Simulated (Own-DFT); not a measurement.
Si₃Ge (diamond-structure random alloy, atoms displaced), Si₇Ge (diamond-structure random alloy, atoms displaced) (calculated)

A calculation, not a measurement: plane-wave PBEsol density functional theory by an unreviewed code, no spin, of a simulated periodic cell, stress positive in tension, free energy of the whole cell less one offset for each atom, forces on such cells passed a denser k mesh, this cell's mesh not checked; offsets are fitted by least squares, one for each functional and potential file, so energies compare only between cells with the same atoms and settings and are not formation energies; the far tail of each file's local potential was reset to the Coulomb form; each entry is a single point on an unrelaxed cell, so the pressure reflects the starting lattice, mostly measured values, from which strain is counted, and rises with the displacements; printed positions are rounded, which can move forces by about a meV/angstrom; the program is a retired in-house code; no spin-orbit coupling. Program: Own-DFT development build.

Common to all runs: functional PBEsol; potential files PseudoDojo norm-conserving, scalar-relativistic, made for PBE, standard set; wave cutoff 42 hartree; occupations Fermi-Dirac; smearing width 0.1 eV; hardware one NVIDIA H100; k mesh 3 x 3 x 3 centred on Gamma.

(1) Si₃Ge (diamond-structure random alloy, atoms displaced)

```
Si3Ge
1.0
     10.9755     0.0000     0.0000
      0.0000    10.9755     0.0000
      0.0000     0.0000    10.9755
Si Ge Si Ge Si Ge Si Ge Si Ge Si Ge Si Ge Si Ge Si Ge Si Ge Si Ge Si Ge Si Ge
3 1 6 1 2 1 3 3 4 1 9 1 5 1 2 1 3 2 1 1 5 1 1 1 4 1
Direct
  0.99008 0.99276 0.00391
  0.01067 0.25324 0.25189
  0.24639 0.99662 0.25052
  0.25079 0.24936 0.99884
  0.12737 0.13226 0.13564
  0.13711 0.38162 0.37669
  0.37480 0.12330 0.37961
  0.37267 0.37388 0.11817
  0.00343 0.99704 0.49734
  0.01313 0.24650 0.74682
  0.25215 0.00078 0.74644
  0.25275 0.25163 0.50806
  0.13649 0.11896 0.62441
  0.12719 0.37481 0.86918
  0.36570 0.12117 0.88284
  0.36930 0.38603 0.62606
  0.99739 0.50365 0.98980
  0.01346 0.75207 0.25616
  0.24444 0.50159 0.25308
  0.25026 0.73440 0.99608
  0.12207 0.62022 0.11917
  0.11343 0.88119 0.37511
  0.38221 0.63339 0.37100
  0.37872 0.88732 0.12753
  0.00317 0.49334 0.49604
  0.98911 0.74533 0.75599
  0.24993 0.49129 0.75826
  0.26058 0.74792 0.49882
  0.13002 0.63201 0.63255
  0.11864 0.87283 0.86908
  0.36949 0.62993 0.86340
  0.36860 0.87786 0.62765
  0.50190 0.01061 0.99935
  0.50017 0.25137 0.24404
  0.75242 0.00689 0.24343
  0.74875 0.25041 0.00814
  0.61761 0.13310 0.12586
  0.63277 0.37046 0.38447
  0.85971 0.12223 0.37690
  0.86538 0.37711 0.11949
  0.50013 0.00887 0.49219
  0.50500 0.24617 0.75015
  0.75997 0.99829 0.75809
  0.75321 0.25068 0.50252
  0.62514 0.11991 0.62550
  0.63454 0.39073 0.87800
  0.87463 0.12999 0.86356
  0.87009 0.36924 0.63612
  0.50261 0.51535 0.99805
  0.49881 0.75092 0.24890
  0.74145 0.49911 0.25368
  0.74849 0.75379 0.98797
  0.62924 0.62218 0.11850
  0.62600 0.87340 0.37313
  0.86989 0.63536 0.37892
  0.87652 0.87514 0.12792
  0.50174 0.50540 0.50692
  0.49522 0.76026 0.74466
  0.75440 0.49571 0.74401
  0.75581 0.74831 0.49987
  0.63427 0.62452 0.62165
  0.61976 0.87218 0.87682
  0.87652 0.62261 0.87118
  0.86944 0.87446 0.62114
```

- free energy of cell above offsets: 0.111 eV
- pressure: 1.38 GPa
- stress xx: -1.21 GPa
- stress yy: -1.42 GPa
- stress zz: -1.5 GPa
- stress yz: -1.06 GPa
- stress xz: 0.59 GPa
- stress xy: 0.06 GPa
- wall time: 408.5 s

Force:
| element | x (eV/Å) | y (eV/Å) | z (eV/Å) |
| --- | --- | --- | --- |
| Si | 1.373 | 1.611 | -0.89 |
| Si | -1.842 | 0.758 | 0.728 |
| Si | 0.106 | 0.715 | 0.611 |
| Ge | -0.78 | -0.023 | 0.651 |
| Si | -0.293 | -1.441 | -1.353 |
| Si | -1.13 | -2.022 | 0.637 |
| Si | -0.985 | 1.256 | -1.563 |
| Si | 0.789 | 0.976 | 0.641 |
| Si | -1.35 | 1.413 | 0.797 |
| Si | -0.892 | -0.57 | -0.319 |
| Ge | -0.383 | -0.635 | 1.527 |
| Si | 0.317 | 0.258 | -0.858 |
| Si | -1.496 | 0.756 | -0.917 |
| Ge | -0.907 | -0.407 | 1.309 |
| Si | 1.55 | 0.398 | -1.379 |
| Si | 1.003 | -1.547 | 0.503 |
| Si | -0.243 | -0.885 | 1.106 |
| Ge | -1.932 | -1.067 | -1.327 |
| Ge | 1.657 | 0.698 | -1.132 |
| Ge | -0.172 | 2.469 | 0.396 |
| Si | -0.308 | -0.145 | 0.48 |
| Si | 2.953 | -0.43 | 0.525 |
| Si | -0.468 | -1.022 | 0.248 |
| Si | -0.17 | -1.323 | -0.519 |
| Ge | -0.537 | 1.306 | 0.992 |
| Si | 1.338 | 0.94 | -1.371 |
| Si | 0.322 | 2.051 | -1.467 |
| Si | -1.499 | 0.707 | 0.164 |
| Si | -0.269 | -0.864 | -0.338 |
| Si | -0.089 | -0.097 | 0.924 |
| Si | 1.229 | -0.641 | -0.082 |
| Si | 1.192 | 0.066 | -1.567 |
| Si | -0.123 | -0.932 | 0.071 |
| Si | -0.716 | 0.686 | 1.566 |
| Ge | -1.227 | -0.988 | -0.139 |
| Si | -0.24 | -0.074 | -1.826 |
| Si | 0.823 | -0.582 | -0.435 |
| Si | -1.935 | 0.406 | -0.944 |
| Si | 3.004 | 0.586 | -0.021 |
| Si | 1.965 | 0.259 | 0.944 |
| Ge | 0.519 | -1.747 | 1.247 |
| Si | -0.63 | 0.956 | 0.571 |
| Si | -1.959 | -0.284 | -0.974 |
| Ge | -0.55 | -0.9 | 0.802 |
| Si | 0.558 | 0.122 | 0.623 |
| Si | -1.168 | -2.06 | 0.396 |
| Si | 0.798 | 0.278 | 2.091 |
| Ge | 2.53 | -0.784 | -1.519 |
| Ge | -1.226 | -1.156 | -0.799 |
| Si | 0.992 | 0.617 | -1.015 |
| Ge | 0.927 | 0.455 | -0.013 |
| Si | 0.667 | -0.732 | 1.514 |
| Si | 0.084 | 1.756 | 0.927 |
| Si | 0.153 | -0.034 | -0.051 |
| Si | 1.421 | -1.703 | -1.123 |
| Si | -0.413 | -1.016 | -0.227 |
| Ge | -0.034 | -0.333 | -1.053 |
| Si | 0.742 | -1.102 | -0.08 |
| Ge | -0.701 | 1.747 | 1.103 |
| Si | -1.694 | 0.815 | -0.106 |
| Si | -0.738 | 1.027 | 0.68 |
| Si | -0.021 | 1.207 | -0.412 |
| Si | -1.038 | 0.103 | 0.316 |
| Ge | 1.145 | 0.15 | 0.727 |

(2) Si₇Ge (diamond-structure random alloy, atoms displaced)

```
Si7Ge
1.0
     10.9187     0.0000     0.0000
      0.0000    10.9187     0.0000
      0.0000     0.0000    10.9187
Si Ge Si Ge Si Ge Si Ge Si Ge Si Ge Si Ge Si
17 1 3 1 4 2 13 1 5 1 3 1 7 1 4
Direct
  0.00055 0.99945 0.00148
  0.99779 0.24812 0.24836
  0.25056 0.99949 0.25228
  0.24889 0.24677 0.00212
  0.11992 0.12501 0.12414
  0.12252 0.37403 0.37754
  0.37726 0.12569 0.37378
  0.37208 0.37569 0.12594
  0.99968 0.00017 0.49722
  0.00048 0.24955 0.75034
  0.25433 0.99918 0.74750
  0.24920 0.24970 0.50037
  0.12543 0.12350 0.62382
  0.12377 0.36696 0.87774
  0.37876 0.12580 0.88061
  0.37135 0.37315 0.62801
  0.99548 0.49891 0.99708
  0.99792 0.75730 0.25216
  0.25063 0.49802 0.25195
  0.25204 0.74751 0.00027
  0.12707 0.62300 0.12776
  0.12700 0.87462 0.37661
  0.38178 0.62704 0.38111
  0.37511 0.87659 0.12492
  0.00083 0.49869 0.49566
  0.99538 0.74848 0.75068
  0.25030 0.49775 0.75239
  0.25502 0.74850 0.49628
  0.12862 0.62876 0.62557
  0.12847 0.87858 0.87512
  0.38279 0.62545 0.87407
  0.37131 0.87302 0.62884
  0.50229 0.00359 0.00032
  0.50290 0.25228 0.25055
  0.75393 0.00208 0.24808
  0.74717 0.25002 0.99574
  0.62559 0.11927 0.12845
  0.62726 0.37453 0.37718
  0.87577 0.12460 0.38056
  0.87095 0.37344 0.12005
  0.49896 0.99866 0.49878
  0.50560 0.25068 0.75230
  0.75107 0.00109 0.75429
  0.75312 0.25120 0.49772
  0.62673 0.12516 0.62106
  0.61989 0.37446 0.87245
  0.87805 0.12398 0.87278
  0.87268 0.37352 0.62537
  0.50015 0.49542 0.99597
  0.49745 0.75191 0.25047
  0.75027 0.50195 0.25293
  0.74499 0.75339 0.99683
  0.62852 0.62506 0.12894
  0.63046 0.87205 0.37721
  0.87630 0.61965 0.37713
  0.87754 0.87464 0.12523
  0.49886 0.49630 0.50357
  0.50253 0.75024 0.75016
  0.74652 0.49917 0.75222
  0.74832 0.75587 0.50056
  0.62093 0.63031 0.62339
  0.62350 0.87301 0.87712
  0.87446 0.62686 0.87434
  0.87902 0.87555 0.62701
```

* free energy of cell above offsets: -5.289 eV
* pressure: 0.73 GPa
* stress xx: -0.72 GPa
* stress yy: -0.73 GPa
* stress zz: -0.74 GPa
* stress yz: 0.18 GPa
* stress xz: -0.37 GPa
* stress xy: 0.53 GPa
* wall time: 320.9 s

Force:
| element | x (eV/Å) | y (eV/Å) | z (eV/Å) |
| --- | --- | --- | --- |
| Si | -0.045 | -0.061 | -0.358 |
| Si | -0.164 | 0.378 | 0.238 |
| Si | 0.029 | 0.552 | -0.632 |
| Si | 0.089 | 0.032 | 0.221 |
| Si | 0.66 | -0.29 | 0.436 |
| Si | 0.321 | -0.317 | -0.682 |
| Si | -0.161 | 0.136 | 0.1 |
| Si | 0.372 | -0.224 | -0.187 |
| Si | 0.184 | -0.065 | 0.848 |
| Si | 0.211 | -0.423 | -0.224 |
| Si | -0.37 | 0.644 | 0.66 |
| Si | 0.123 | -0.157 | -0.096 |
| Si | -0.031 | 0.042 | 0.125 |
| Si | -0.11 | 0.706 | 0.055 |
| Si | -0.486 | -0.11 | -0.644 |
| Si | 0.412 | -0.224 | -0.428 |
| Si | 0.669 | 0.058 | 0.376 |
| Ge | 0.115 | -1.596 | -0.201 |
| Si | 0.102 | 0.438 | 0.569 |
| Si | 0.037 | 0.082 | -0.098 |
| Si | -0.406 | 0.016 | -0.396 |
| Ge | 0.064 | 0.646 | 0.013 |
| Si | -0.077 | -1.006 | -1.166 |
| Si | -0.082 | 0.038 | -0.139 |
| Si | 0.32 | 0.38 | 1.072 |
| Si | 1.088 | 0.342 | 0.002 |
| Ge | -0.254 | 0.314 | 0.298 |
| Ge | -0.301 | 0.028 | 0.91 |
| Si | -0.814 | -0.556 | -0.117 |
| Si | -0.285 | -0.582 | -0.067 |
| Si | -0.588 | 0.011 | 0.282 |
| Si | 1.025 | 0.162 | -0.431 |
| Si | -0.139 | -0.791 | 0.29 |
| Si | -0.179 | -0.206 | -0.194 |
| Si | 0.042 | -0.502 | 0.68 |
| Si | -0.081 | -0.474 | 0.171 |
| Si | 0.134 | 1.047 | -0.37 |
| Si | -0.168 | 0.27 | -0.155 |
| Si | -0.04 | 0.115 | -0.985 |
| Si | -0.011 | 0.161 | 0.571 |
| Si | 0.132 | -0.215 | 0.26 |
| Ge | -0.955 | -0.648 | -0.83 |
| Si | -0.191 | -0.275 | -0.627 |
| Si | -0.576 | -0.42 | 0.176 |
| Si | 0.219 | -0.354 | 0.133 |
| Si | 1.162 | 0.401 | 0.653 |
| Si | -0.212 | 0.186 | 0.516 |
| Ge | 0.372 | 0.487 | 0.114 |
| Si | 0.079 | 0.589 | 1.031 |
| Si | 0.647 | -0.074 | 0.04 |
| Si | 0.174 | -0.529 | -0.314 |
| Ge | 0.89 | -0.602 | 0.856 |
| Si | -0.934 | -0.237 | -0.328 |
| Si | -1.089 | 1.15 | -1.219 |
| Si | -0.244 | 0.834 | -0.141 |
| Si | -0.642 | 0.604 | -0.509 |
| Si | 0.189 | 0.084 | 0.12 |
| Si | -0.375 | 0.307 | -0.03 |
| Si | -0.134 | 0.679 | -0.239 |
| Ge | 1.011 | -1.138 | 0.465 |
| Si | 0.428 | -0.927 | 0.247 |
| Si | -0.427 | 1.087 | -0.735 |
| Si | -0.347 | -0.504 | -0.072 |
| Si | -0.382 | 0.5 | 0.084 |

(3) Si₇Ge (diamond-structure random alloy, atoms displaced)

```
Si7Ge
1.0
     10.9187     0.0000     0.0000
      0.0000    10.9187     0.0000
      0.0000     0.0000    10.9187
Si Ge Si Ge Si Ge Si Ge Si Ge Si Ge Si Ge
5 1 2 1 2 1 25 1 3 1 12 2 7 1
Direct
  0.99759 0.99901 0.00316
  0.99930 0.24770 0.25689
  0.25007 0.99602 0.24621
  0.25013 0.24978 0.99862
  0.12225 0.12349 0.12507
  0.12649 0.37787 0.37225
  0.36806 0.12850 0.37606
  0.37428 0.37218 0.12316
  0.00424 0.99980 0.49995
  0.99690 0.25193 0.75079
  0.24856 0.99557 0.75007
  0.24858 0.24611 0.50070
  0.12209 0.12116 0.62892
  0.12473 0.38131 0.87317
  0.37730 0.12179 0.87715
  0.37346 0.37331 0.63022
  0.00036 0.49857 0.00330
  0.00135 0.74809 0.25019
  0.24915 0.49964 0.24978
  0.25063 0.74813 0.00241
  0.12447 0.61938 0.12008
  0.12640 0.87626 0.37453
  0.37286 0.62380 0.37805
  0.37586 0.87650 0.12332
  0.99852 0.50161 0.50067
  0.99808 0.75491 0.75390
  0.24906 0.50404 0.75370
  0.24946 0.74773 0.49842
  0.12423 0.62761 0.62159
  0.12683 0.87358 0.87578
  0.37400 0.62768 0.87563
  0.37125 0.86830 0.62565
  0.50397 0.99527 0.99907
  0.49926 0.25324 0.25336
  0.75179 0.00117 0.25837
  0.75056 0.25025 0.99848
  0.62673 0.12362 0.12543
  0.62405 0.38165 0.37449
  0.87351 0.12852 0.37236
  0.87923 0.37289 0.12492
  0.50190 0.99756 0.49611
  0.50094 0.24966 0.75325
  0.75169 0.00217 0.75260
  0.75442 0.25029 0.49886
  0.62512 0.12281 0.62443
  0.61997 0.37789 0.87560
  0.87601 0.12458 0.87465
  0.86962 0.37491 0.62185
  0.49940 0.50377 0.00166
  0.50390 0.74886 0.25274
  0.75012 0.50076 0.24864
  0.75152 0.75238 0.99976
  0.62148 0.62468 0.12694
  0.62561 0.86954 0.37145
  0.87694 0.62340 0.37501
  0.87529 0.87494 0.12814
  0.49937 0.49916 0.50262
  0.49811 0.75155 0.74965
  0.75034 0.50049 0.75519
  0.74991 0.75140 0.50356
  0.62344 0.62344 0.62288
  0.62664 0.87152 0.87651
  0.87561 0.62872 0.87317
  0.87693 0.87659 0.62319
```

- free energy of cell above offsets: -5.537 eV
- pressure: 0.68 GPa
- stress xx: -0.7 GPa
- stress yy: -0.67 GPa
- stress zz: -0.69 GPa
- stress yz: -0.37 GPa
- stress xz: -0.02 GPa
- stress xy: -0.72 GPa
- wall time: 325.9 s

Force:
| element | x (eV/Å) | y (eV/Å) | z (eV/Å) |
| --- | --- | --- | --- |
| Si | 0.485 | 0.172 | -0.672 |
| Si | 0.271 | 0.221 | -1.203 |
| Si | -0.039 | 0.668 | 0.293 |
| Si | -0.366 | -0.128 | -0.115 |
| Si | 0.196 | 0.253 | 0.111 |
| Ge | -0.493 | -0.138 | 0.621 |
| Si | 1.185 | -1.073 | -0.75 |
| Si | 0.124 | 0.401 | 0.234 |
| Ge | -0.394 | 0.521 | -0.631 |
| Si | 0.249 | 0.121 | -0.218 |
| Si | 0.373 | 0.348 | 0.091 |
| Ge | -0.337 | 0.529 | 0.893 |
| Si | 0.272 | 0.571 | 0.444 |
| Si | -0.119 | -0.794 | 0.275 |
| Si | -0.432 | -0.308 | 0.023 |
| Si | -0.118 | 0.467 | -0.296 |
| Si | -0.447 | 0.128 | -0.841 |
| Si | 0.66 | -0.07 | -0.154 |
| Si | 0.637 | 0.292 | -0.654 |
| Si | -0.101 | 0.172 | -0.118 |
| Si | 0.225 | 0.732 | 0.868 |
| Si | 0.248 | -0.625 | -0.41 |
| Si | 0.413 | -0.09 | -0.392 |
| Si | 0.347 | -0.602 | 0.265 |
| Si | 0.239 | -0.456 | 0.431 |
| Si | 0.647 | -0.585 | -0.523 |
| Si | 0.08 | 0.067 | -0.743 |
| Si | -0.199 | 0.275 | -0.066 |
| Si | -0.286 | -0.079 | 0.772 |
| Si | -0.265 | 0.187 | 0.569 |
| Si | 0.276 | -0.036 | 0.084 |
| Si | 0.408 | 0.835 | -0.399 |
| Si | -0.131 | 0.459 | 0.207 |
| Si | -0.182 | -0.651 | -0.516 |
| Si | -0.559 | -0.102 | -0.852 |
| Si | -0.147 | 0.131 | 0.088 |
| Si | -0.106 | 0.138 | 0.366 |
| Ge | 0.32 | -0.691 | 0.228 |
| Si | 0.267 | -0.427 | 0.844 |
| Si | -0.554 | -0.171 | 0.336 |
| Si | -0.66 | -0.033 | 0.227 |
| Ge | -0.112 | -0.302 | -0.371 |
| Si | -0.412 | -0.206 | -0.164 |
| Si | -1.016 | -0.225 | 0.034 |
| Si | 0.339 | 0.053 | -0.25 |
| Si | 0.808 | 0.1 | 0.585 |
| Si | 0.004 | 0.143 | 0.32 |
| Si | 0.646 | 0.363 | 0.66 |
| Si | -0.431 | -0.344 | -0.097 |
| Si | -1.135 | -0.158 | -0.422 |
| Si | 0.279 | -0.014 | -0.615 |
| Si | -0.398 | -0.732 | 0.263 |
| Si | 0.791 | 0.211 | -0.324 |
| Si | 0.379 | 0.617 | 0.828 |
| Ge | -0.497 | 0.426 | 0.05 |
| Ge | -0.179 | 0.073 | 0.228 |
| Si | -0.666 | 0.102 | 0.278 |
| Si | 0.371 | -0.428 | 0.049 |
| Si | -0.303 | 0.029 | -0.649 |
| Si | -0.302 | -0.409 | -0.462 |
| Si | 0.22 | 0.24 | 0.663 |
| Si | 0.045 | 0.302 | -0.558 |
| Si | 0.093 | -0.432 | 0.633 |
| Ge | -0.509 | -0.038 | 0.601 |
